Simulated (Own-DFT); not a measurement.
# Strain and stress in beta-Si3N4, 112 atoms (N64Si48)

Calculated results; nothing here was measured. They come from Own-DFT, an in-house plane-wave density functional program, since retired, whose code no person has reviewed. Each row is one single-point run on a periodic cell that was not relaxed, without spin or spin-orbit coupling.

Settings of every run: PBE; PseudoDojo norm-conserving scalar-relativistic files; cutoff 42 hartree; 2 x 2 x 4 k mesh centred on Gamma; Fermi-Dirac smearing of 0.1 eV.

Known limits: forces on such cells moved up to 12 meV/angstrom on a denser k mesh; stress not checked against mesh or cutoff.

Unstrained cell vectors in Å: (15.212, 0.000, 0.000); (-7.606, 13.174, 0.000); (0.000, 0.000, 5.818). The unstrained cell has measured lattice constants (interpolated for alloys), not those of this functional. That, the random moves and any unrelaxed bonds set the pressure at no strain. Each run strains this cell uniformly, with the atoms carried along. Every atom was also moved at random, by a Gaussian of width 0.05 Å on each axis. Strain is the symmetric tensor, in per cent. Stress is positive in tension, and the pressure is minus a third of its trace.

| run | e_xx (%) | e_yy (%) | e_zz (%) | e_yz (%) | e_xz (%) | e_xy (%) | s_xx (GPa) | s_yy (GPa) | s_zz (GPa) | s_yz (GPa) | s_xz (GPa) | s_xy (GPa) | P (GPa) | E (meV/atom) |
|---|---|---|---|---|---|---|---|---|---|---|---|---|---|---|
| 1 | 1.20 | 0.72 | 1.51 | 1.10 | -0.15 | 1.29 | 0.72 | -0.39 | 1.68 | 2.67 | -0.95 | 4.09 | -0.67 | 0.3 |
| 2 | -0.75 | 1.03 | -1.18 | 1.65 | 1.16 | 0.81 | -10.13 | -4.06 | -19.73 | 7.92 | 3.96 | 4.55 | 11.31 | 45.3 |
| 3 | -0.22 | 0.17 | -1.34 | 1.93 | 0.88 | -1.04 | -8.56 | -7.52 | -22.06 | 5.91 | 2.00 | -2.64 | 12.72 | 56.1 |
| 4 | -0.68 | -1.63 | 1.54 | 0.51 | -1.64 | 1.91 | -14.47 | -14.38 | -4.88 | 4.00 | -6.87 | 8.03 | 11.24 | 64.0 |
| 5 | 1.67 | 0.58 | 0.72 | 1.09 | 1.08 | -1.15 | 3.17 | -2.27 | -2.77 | 4.06 | 3.52 | -4.41 | 0.62 | 7.8 |
| 6 | 1.92 | -1.89 | -0.55 | -0.82 | -0.42 | -1.71 | -2.24 | -13.47 | -15.90 | -4.87 | -0.49 | -7.26 | 10.54 | 45.6 |
| 7 | 1.73 | -1.65 | -1.11 | -1.71 | 1.29 | -1.93 | -3.71 | -15.62 | -17.20 | -5.71 | 2.58 | -8.76 | 12.18 | 56.0 |
| 8 | 1.83 | -1.63 | 1.32 | 0.58 | -0.13 | -0.38 | 0.31 | -11.36 | -2.18 | 2.45 | -0.32 | -1.60 | 4.41 | 28.0 |
| 9 | -0.45 | -0.51 | 0.51 | -0.04 | 0.32 | -1.86 | -10.29 | -10.46 | -6.70 | -0.55 | -0.60 | -7.44 | 9.15 | 19.8 |
| 10 | -1.37 | -0.97 | 1.38 | 1.68 | -1.57 | 0.35 | -17.36 | -15.23 | -3.68 | 6.11 | -5.91 | 2.56 | 12.09 | 81.4 |
| 11 | -1.37 | 0.86 | -1.58 | 1.09 | -0.33 | -1.40 | -18.87 | -4.76 | -19.32 | 3.19 | 0.10 | -4.09 | 14.32 | 40.1 |
| 12 | 0.51 | 1.19 | 0.93 | 0.98 | -1.36 | -0.64 | -1.67 | 0.52 | -2.38 | 2.25 | -4.37 | -1.12 | 1.18 | 0.0 |
| 13 | -1.24 | 1.68 | -1.20 | -1.37 | 1.73 | -1.24 | -11.39 | -2.37 | -17.73 | -4.69 | 4.96 | -4.24 | 10.50 | 44.0 |
| 14 | -0.55 | 0.69 | -1.70 | 0.02 | 0.00 | 0.82 | -9.58 | -5.90 | -23.80 | -0.38 | -0.47 | 2.93 | 13.10 | 29.6 |
| 15 | 1.58 | -1.85 | 1.20 | 0.14 | -0.64 | 1.99 | 0.35 | -14.26 | -3.20 | -1.08 | -2.97 | 6.60 | 5.70 | 20.7 |
| 16 | 1.65 | -1.15 | -0.60 | 1.53 | -0.72 | -0.02 | -1.05 | -11.37 | -13.97 | 4.74 | -2.15 | -0.96 | 8.80 | 40.0 |
| 17 | 1.68 | -0.11 | 0.28 | -0.05 | 1.49 | 0.56 | 1.00 | -3.68 | -6.88 | 0.97 | 3.58 | 1.98 | 3.18 | 14.7 |
| 18 | 1.84 | 0.08 | -1.20 | 0.27 | -1.46 | 1.72 | ? | ? | ? | ? | ? | ? | ? | ? |

E is the free energy for each atom above the lowest run shown.

## Worked fit

Each stress component was fitted by least squares to a constant and the strains of the runs shown, as fractions, with shears doubled. Shear strains stay in the fit of a normal stress only where such slopes are resolved. The slopes, in GPa:

| stress | at no strain | per e_xx | per e_yy | per e_zz | scatter |
|---|---|---|---|---|---|
| s_xx | -8.0 | 576 ± 33 | 214 ± 36 | 85 ± 33 | 1.50 |
| s_yy | -7.3 | 160 ± 25 | 520 ± 27 | 71 ± 25 | 1.10 |
| s_zz | -10.8 | 115 ± 32 | 136 ± 35 | 684 ± 32 | 1.43 |

Each shear stress against twice its own strain: yz 184 ± 16, xz 136 ± 12, xy 185 ± 7 GPa. These are stiffnesses along x, y and z of the frame in which the cell vectors are given, which need not be the crystal's axes. The atoms are held to the strained lattice; where symmetry lets them move under strain, relaxing them would lower some slopes. The table should be nearly symmetric about its diagonal, and what it lacks of that shows the noise. A ninth of its sum, 284 ± 6 GPa, estimates the bulk modulus near the mean pressure of these runs, 8.3 GPa, so it lies above the value at zero pressure.

## Withheld run

Question: what normal stresses and pressure should run 18 give?

The fit gives s_xx = 1.8, s_yy = -4.9, s_zz = -16.8 and P = 6.6 GPa. The calculation gave 2.19, -6.87, -15.50 and P = 6.72 GPa.
